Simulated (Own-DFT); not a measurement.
# Computed records: Hf₃₆O₇₁ (tetragonal hafnia with one neutral oxygen vacancy, atoms displaced)

A calculation, not a measurement: plane-wave PBE and HSE06 DFT by an unreviewed code, no spin, of a simulated cell at Gamma alone, so results move with cell size and shape, stress positive in tension, energies less offsets, not probed for a lower state with spin; hafnium file: forces about 75 meV/angstrom off all-electron values; oxygen file: force components 24 meV/angstrom off all-electron in a glass; k mesh not checked against a denser one; forces and stress are PBE's, HSE06 gives the energy alone, and its difference from PBE has offsets of its own; offsets are fitted by least squares, one for each functional and potential file, so energies compare only between cells with the same atoms and settings and are not formation energies; the far tail of each file's local potential was reset to the Coulomb form; each entry is a single point on an unrelaxed cell, so the pressure reflects the starting lattice, taken from the Materials Project, from which strain is counted, and rises with the displacements; printed positions are rounded, which can move forces by about a meV/angstrom; the program is a retired in-house code; no spin-orbit coupling. Program: Own-DFT development build.

Settings shared by all entries: first functional PBE; second functional HSE06; exact exchange share 0.25; screening 0.11 1/bohr; exchange divergence Gygi-Baldereschi; potential files PseudoDojo norm-conserving, scalar-relativistic, made for PBE, standard set; wave cutoff 48 hartree; occupations fixed; k mesh 1 x 1 x 1 centred on Gamma.

(1) 
```xyz
107
Lattice="10.7800 0.0000 0.0000 0.0000 10.7800 0.0000 0.0000 0.0000 10.4493" Properties=species:S:1:pos:R:3:force_x:R:1:force_y:R:1:force_z:R:1 formula=Hf36O71 PBE_energy_of_cell_above_offsets=-97.136 HSE06_less_PBE_above_offsets=0.040 PBE_pressure=1.8 PBE_stress_xx=-1.42 PBE_stress_yy=-2.26 PBE_stress_zz=-1.71 PBE_stress_yz=-0.09 PBE_stress_xz=0.72 PBE_stress_xy=0.02
Hf    10.7269    10.7283    10.4447      0.603      0.714     -0.679
Hf     1.7917     1.7259     2.5861      0.966      1.095      0.138
O     10.7469     1.7347     1.6097      0.133       0.68     -0.513
O      1.7893     0.1039     3.7474      0.077     -1.501     -1.148
O     10.7714     1.8032     4.1686     -1.102          0      0.178
O      1.8616     0.0405     1.0962     -1.189      -0.64     -0.553
Hf    10.7370    10.7706     5.1982      0.313     -0.367      1.289
Hf     1.7837     1.7694     7.8676     -0.416      0.436     -0.542
O      1.7724    10.7245     8.8663     -0.459      0.971      0.495
O     10.7624     1.8502     9.3642     -0.444     -0.322      1.128
O      1.8465    10.7717     6.2282     -1.885      0.041      0.705
Hf    10.7319     3.5916     0.0822      2.522     -0.754     -1.525
Hf     1.7164     5.4193     2.6268      2.638     -0.125      0.705
O      0.0479     5.3591     1.6105     -1.827     -0.355     -0.847
O      1.7947     3.5014     3.6634     -0.052      1.186     -0.898
O      0.0888     5.3813     4.2893     -0.133     -0.693     -1.594
O      1.8077     3.5881     1.0513      -0.88      0.105     -0.477
Hf     0.0228     3.5436     5.1972      0.836      0.293      1.574
Hf     1.8388     5.4176     7.8949      -0.27     -0.778     -1.692
O     10.7228     5.4079     6.8604      1.374      0.015      0.042
O      1.7437     3.6042     8.8397      0.257     -0.205      0.238
O      0.0904     5.3763     9.3657     -1.492       0.03      1.557
O      1.8143     3.5882     6.1910     -0.999     -0.126      0.251
Hf    10.7171     7.1126    10.4177      2.499       1.34     -0.134
Hf     1.7640     9.0637     2.5506      0.643     -0.703       1.21
O      0.0454     9.0074     1.5385     -0.934      0.362     -0.222
O      1.7697     7.2084     3.6515       0.63      0.028     -0.405
O      0.0458     9.0199     4.1411      0.274      0.114     -0.304
O      1.7493     7.1593     1.0347      0.144     -0.061     -0.592
Hf    10.7373     7.1636     5.1906      0.932      1.122      0.764
Hf     1.7470     8.9730     7.8359     -1.044     -0.153     -0.753
O     10.7218     9.0271     6.7293     -0.015     -0.113      0.922
O      1.7658     7.1824     8.8309       0.08      0.793      0.975
O     10.6838     8.9733     9.4194      0.103     -0.849      0.208
O      1.7287     7.2190     6.3170       0.94     -0.359     -1.061
Hf     3.6416    10.7430     0.0250     -0.728      1.629     -0.244
Hf     5.4588     1.8028     2.6437     -2.255     -0.523     -0.067
O      3.5793     1.7539     1.5842      0.802     -0.038      0.442
O      5.4117     0.0067     3.6699      0.231     -0.372     -1.268
O      3.6301     1.8125     4.2546      0.279     -1.117     -1.023
O      5.4029    10.7608     1.0401     -0.462     -0.503      0.264
Hf     3.5542    10.7514     5.2219      0.185      1.618       0.04
Hf     5.3770     1.8751     7.8217      -0.89      0.483     -0.497
O      3.4850     1.7831     6.8070          2     -0.104      0.647
O      5.3849     0.1003     8.8793     -0.133     -1.607     -0.548
O      3.5676     1.8608     9.4106      0.136     -1.086      0.241
O      5.4059    10.7770     6.1214     -0.671     -0.402      1.891
Hf     3.6003     3.6032    10.4344     -0.807      0.039       0.07
Hf     5.3545     5.3219     2.6224     -0.239      0.319      0.618
O      3.6401     5.4199     1.6062     -1.481      0.239     -0.037
O      5.4123     3.5481     3.6432      0.245      0.478      0.089
O      3.6368     5.3331     4.2256     -0.121       1.87     -0.831
O      5.2681     3.6000     1.0848      2.206     -0.006     -0.444
Hf     3.5645     3.5917     5.0944     -0.084      -0.79      2.796
Hf     5.4575     5.3602     7.8613     -1.619     -0.282     -1.491
O      3.5895     5.3533     6.8369      0.697      0.884     -0.221
O      5.3232     3.6870     8.8862      0.806     -1.494      0.306
O      3.6209     5.4002     9.3764     -0.628      0.395      0.965
O      5.4081     3.6056     6.2515      0.053     -0.778     -0.186
Hf     3.6875     7.1976    10.3968     -2.696     -0.276      0.073
Hf     5.3857     8.9873     2.6157      0.412      0.219      0.727
O      3.6024     8.9626     1.5272     -0.099      0.251      0.337
O      5.3394     7.1833     3.6282      0.008     -0.203     -0.171
O      3.5949     9.0325     4.1969      0.046     -1.083     -0.525
O      5.3210     7.1909     1.0203      2.605      0.296       0.07
Hf     3.5833     7.2109     5.2319     -1.335     -0.481     -0.058
Hf     5.3479     9.0038     7.8127     -0.768      0.798     -0.065
O      3.4783     8.9430     6.8179      2.368     -0.017     -0.198
O      5.3347     7.1735     8.8626      0.476      1.534      0.038
O      3.5280     9.0586     9.3762      1.029     -1.297      0.123
O      5.4064     7.2709     6.2074     -1.655      0.613      1.426
Hf     7.1074    10.7678     0.0132      1.189      1.639      0.388
Hf     8.9967     1.7885     2.6253     -0.415     -0.876      0.467
O      7.1095     1.7849     1.5486      1.869       0.55      0.118
O      8.9761     0.0026     3.7671     -0.056      0.012     -1.711
O      7.1859     1.7899     4.1875      0.406     -0.081     -0.429
O      9.0063     0.0411     1.0622     -0.598      0.188     -0.073
Hf     7.1968     0.0025     5.2161      0.368     -0.643     -0.135
Hf     8.9501     1.8214     7.8877      1.254      -0.67     -0.767
O      7.2236     1.7574     6.8748     -0.844      0.261     -0.631
O      9.0096    10.7774     8.8334     -0.096      0.238      0.609
O      7.1169     1.8091     9.4230      0.648      1.165      0.564
O      8.9381    10.7478     6.2655      0.601      0.785     -0.126
Hf     7.2640     3.6365     0.0446      -2.47     -0.609     -0.547
Hf     9.0289     5.3415     2.5963     -1.335      2.401      1.132
O      7.1574     5.2977     1.6058      0.746      0.508      -0.73
O      8.9264     3.6911     3.5959      0.633     -2.388      0.478
O      7.2175     5.3311     4.2074      -0.24      1.785     -0.203
O      8.9610     3.5780     1.1105      0.541       0.05     -0.426
Hf     7.2192     3.5610     5.1532     -0.485      1.318       1.89
Hf     9.0642     5.3867     7.9234     -0.534      0.468     -3.531
O      7.1111     5.3860     6.7638      1.345      0.509      0.696
O      8.9736     3.6995     8.8830     -0.637     -1.877      1.835
O      7.1598     5.4843     9.3797      0.142     -1.164      0.895
O      9.0155     3.6668     6.2612     -0.557     -1.019     -0.291
Hf     7.1290     7.1680    10.4336      0.195      1.031      0.778
Hf     9.0250     8.9813     2.6048      0.157      0.184      1.203
O      7.2810     9.0702     1.5968       -1.3     -0.702      0.143
O      9.1355     7.2571     3.7109     -0.521     -1.298     -2.013
O      7.1714     8.9069     4.1535      0.003      0.681      0.727
O      9.0277     7.1451     1.0166     -1.494     -0.245     -0.114
Hf     7.1116     7.2179     5.3322       2.42     -1.429     -2.091
Hf     8.9358     8.9200     7.8605      2.058      2.936     -1.484
O      7.2058     9.0710     6.8747     -1.373     -1.003     -0.245
O      8.9274     7.2174     8.7518     -0.047     -1.348      2.238
O      7.1827     9.0622     9.5441     -0.385     -2.457     -1.427
O      9.0208     7.1129     6.1828     -1.932       0.67      1.078
```

Units: PBE_energy_of_cell_above_offsets, HSE06_less_PBE_above_offsets in eV; PBE_pressure, PBE_stress_xx, PBE_stress_yy, PBE_stress_zz, PBE_stress_yz, PBE_stress_xz, PBE_stress_xy in GPa; force_x, force_y, force_z in eV/Å.

(2) 
```xyz
107
Lattice="10.7800 0.0000 0.0000 0.0000 10.7800 0.0000 0.0000 0.0000 10.4493" Properties=species:S:1:pos:R:3:force_x:R:1:force_y:R:1:force_z:R:1 formula=Hf36O71 PBE_energy_of_cell_above_offsets=-96.305 HSE06_less_PBE_above_offsets=0.123 PBE_pressure=2.05 PBE_stress_xx=-2.29 PBE_stress_yy=-1.69 PBE_stress_zz=-2.16 PBE_stress_yz=0.06 PBE_stress_xz=-1.17 PBE_stress_xy=0.15
Hf    10.7684     0.0469     0.0474      0.513     -0.929     -1.352
Hf     1.7548     1.7671     2.6031      1.886      0.953      0.021
O      0.0536     1.9012     1.6241     -1.372     -0.695     -0.617
O      1.7660    10.7002     3.5419      0.463      1.942      0.924
O     10.7389     1.7281     4.1399      0.247      0.147      0.654
O      1.8151     0.0030     0.9382     -0.045      0.194      1.151
Hf    10.7742     0.0156     5.2329     -0.194     -1.039      0.535
Hf     1.8193     1.7930     7.7822      0.871      0.838       1.49
O      0.0195     1.7922     6.8336     -0.436      0.659      -0.75
O      1.7517     0.0817     8.7544      0.671     -2.115      0.784
O      0.0574     1.7156     9.4301     -1.291       1.76      0.286
O      1.7199     0.0693     6.3173      0.778     -0.709     -1.858
Hf    10.7422     3.6447     0.0392      1.109     -0.365     -1.264
Hf     1.7301     5.3770     2.6332      1.557     -0.345     -0.609
O      0.0140     5.3566     1.5312     -0.842      0.058      1.003
O      1.6910     3.5818     3.6290     -0.425      0.184     -0.123
O      0.0072     5.4276     4.2713     -0.169      -0.75     -0.737
O      1.7879     3.6884     0.9890      0.667      0.242      0.509
Hf     0.0855     3.6026     5.2400     -0.796     -0.331      0.197
Hf     1.8625     5.4353     7.7892     -0.299     -1.784      0.602
O      1.8227     3.6368     8.8836     -0.884      0.185     -1.056
O     10.7239     5.4501     9.4277      0.069     -0.706     -0.458
O      1.8769     3.6213     6.2239     -1.932      0.035      0.477
Hf    10.7504     7.1925    10.3682     -0.505       0.76      0.436
Hf     1.7757     8.9775     2.5692      0.338     -1.362      0.697
O      0.0845     8.9790     1.6295     -2.478      0.475     -0.125
O      1.7728     7.1664     3.7008      0.614      0.009     -0.756
O      0.0668     8.9406     4.2626      0.039       1.35     -0.262
O      1.6770     7.1974     1.0788      2.155     -0.477     -0.607
Hf     0.0305     7.1824     5.2390     -1.171      0.982      0.894
Hf     1.8170     8.9479     7.7447     -0.662      1.297      2.023
O      0.0377     8.9498     6.8396     -0.601      0.068     -0.141
O      1.7718     7.1613     8.8242       0.08      0.605      0.622
O      0.0323     9.0378     9.4564     -0.252      -0.39      0.166
O      1.7916     7.1596     6.2439      0.287     -0.251      0.528
Hf     3.5997    10.7235     0.0805      0.716      1.261     -2.588
Hf     5.4439     1.8604     2.5561     -0.409     -0.332      1.475
O      3.6219     1.9284     1.5525     -0.805     -0.922      0.192
O      5.4228     0.0223     3.6136     -0.051      0.054     -0.821
O      3.6570     2.0083     4.1528     -1.299     -4.339      -0.74
O      5.4127     0.0627     1.0539      -0.39     -0.391     -0.798
Hf     3.5017    10.7634     5.2412      2.835      1.401      0.237
Hf     5.3965     1.8381     7.9105     -0.118     -1.842     -2.291
O      3.6179     1.7005     6.7887     -0.355      0.255      0.069
O      5.3928    10.7296     8.7759     -0.081      0.492      1.232
O      3.5331     1.8768     9.3947      0.935     -1.374      0.553
O      5.3725    10.7561     6.2000      0.004     -0.142      -0.79
Hf     3.6680     3.6059    10.4420     -2.016     -0.203     -0.333
Hf     5.4147     5.4298     2.5282      1.903     -0.248      3.619
O      3.7965     5.4148     1.5585     -4.783      0.795     -1.183
O      5.4391     3.5556     3.5967      0.565      1.129      -0.73
O      3.6835     5.3195     4.1826     -1.156      1.508     -0.341
O      5.3832     3.6905     1.0319      1.566     -0.921     -0.552
Hf     3.5666     3.5880     5.2015      2.897      1.259      0.677
Hf     5.3371     5.3711     7.8658       0.87      0.419     -1.511
O      3.6420     5.3295     6.8026     -1.149      0.651     -0.042
O      5.4112     3.5794     8.7915     -0.112      0.566      1.651
O      3.5793     5.3671     9.3376      0.499      1.347      1.022
O      5.3881     3.5592     6.2133     -0.044      0.097      0.249
Hf     3.5625     7.2316     0.0322      0.371     -1.082     -0.339
Hf     5.3983     8.9590     2.5240      0.406     -0.159      2.747
O      3.6319     8.9712     1.5115     -0.998      0.034      -0.41
O      5.4537     7.2201     3.7103     -0.916      0.596     -1.881
O      3.6445     9.0415     4.1458     -0.843     -0.796      0.389
O      5.4604     7.2415     1.0820     -1.275     -0.054     -1.077
Hf     3.5138     7.2181     5.1611      2.939     -0.813     -0.483
Hf     5.3618     8.8647     7.8363      1.694      2.078     -1.517
O      3.6030     8.9853     6.8503     -1.031       0.07     -1.798
O      5.4184     7.1990     8.8217      -0.42      -1.53       1.22
O      3.5730     8.9517     9.3316      -0.15      0.162      1.481
O      5.3354     7.1479     6.1858      0.453      0.594      0.712
Hf     7.1734    10.7397    10.4398      -0.23      0.369     -1.098
Hf     8.9895     1.6843     2.6671     -0.093      1.831     -0.606
O      7.2794     1.7910     1.5730     -0.755     -0.014      0.256
O      8.9322    10.6960     3.6251      0.296      1.233      0.619
O      7.1132     1.8227     4.2429      1.407     -0.081     -1.197
O      8.9801     0.0037     1.0049      0.203     -0.049       0.67
Hf     7.2141     0.0749     5.1822     -2.133     -1.311      1.515
Hf     9.0280     1.8134     7.8654     -0.949      0.155     -0.306
O      7.1743     1.8648     6.7365      1.036     -0.445      1.308
O      8.9191    10.7301     8.8445      0.211      2.114       1.03
O      7.2327     1.7860     9.3972     -0.227      0.274       0.44
O      9.0345     0.0212     6.2777     -0.107      0.308     -0.345
Hf     7.1935     3.6519     0.0337     -0.118      -0.99     -0.402
Hf     9.0281     5.3802     2.6184     -1.463      0.132      0.157
O      7.2161     5.4150     1.5716      0.731     -0.433      -0.07
O      9.0017     3.5855     3.6371      0.108     -0.026       -0.3
O      7.0809     5.4350     4.1849      1.839     -0.409       0.41
O      8.9456     3.5859     0.9905      0.824      0.447      0.687
Hf     7.2597     3.5922     5.2793     -2.136      0.886     -0.628
Hf     8.9730     5.3901     7.8398       0.19      0.678     -0.449
O      7.1820     5.3571     6.8050      0.457      0.104      0.556
O      9.0154     3.6704     8.8735      0.188     -1.367      -0.11
O      7.1480     5.3381     9.4430     -0.058      0.904     -0.192
O      9.0297     3.5907     6.2579      0.948      0.341      0.242
Hf     7.2503     7.1645     0.0159     -1.165     -0.005     -1.102
Hf     8.8965     8.9897     2.6352      0.429     -0.682     -0.982
O      7.1601     8.9300     1.5158      0.997      0.926      0.332
O      9.0092     7.3107     3.6440      0.129     -2.474      0.164
O      7.2201     8.9909     4.2259      0.286      0.459      -0.86
O      8.9072     7.1311     1.0284      2.557      0.385      0.766
Hf     7.3085     7.2139     5.2283     -2.869     -0.255     -0.179
Hf     8.9696     9.0694     7.8892     -0.091     -2.283     -1.364
O      7.2658     9.0143     6.7997     -1.073     -0.194      0.374
O      8.9053     7.1907     8.9318       0.48      0.142     -0.581
O      7.1481     8.9514     9.3882      0.219      0.435      0.704
O      8.9715     7.2583     6.2958       1.69     -1.227     -0.043
```

Units: PBE_energy_of_cell_above_offsets, HSE06_less_PBE_above_offsets in eV; PBE_pressure, PBE_stress_xx, PBE_stress_yy, PBE_stress_zz, PBE_stress_yz, PBE_stress_xz, PBE_stress_xy in GPa; force_x, force_y, force_z in eV/Å.
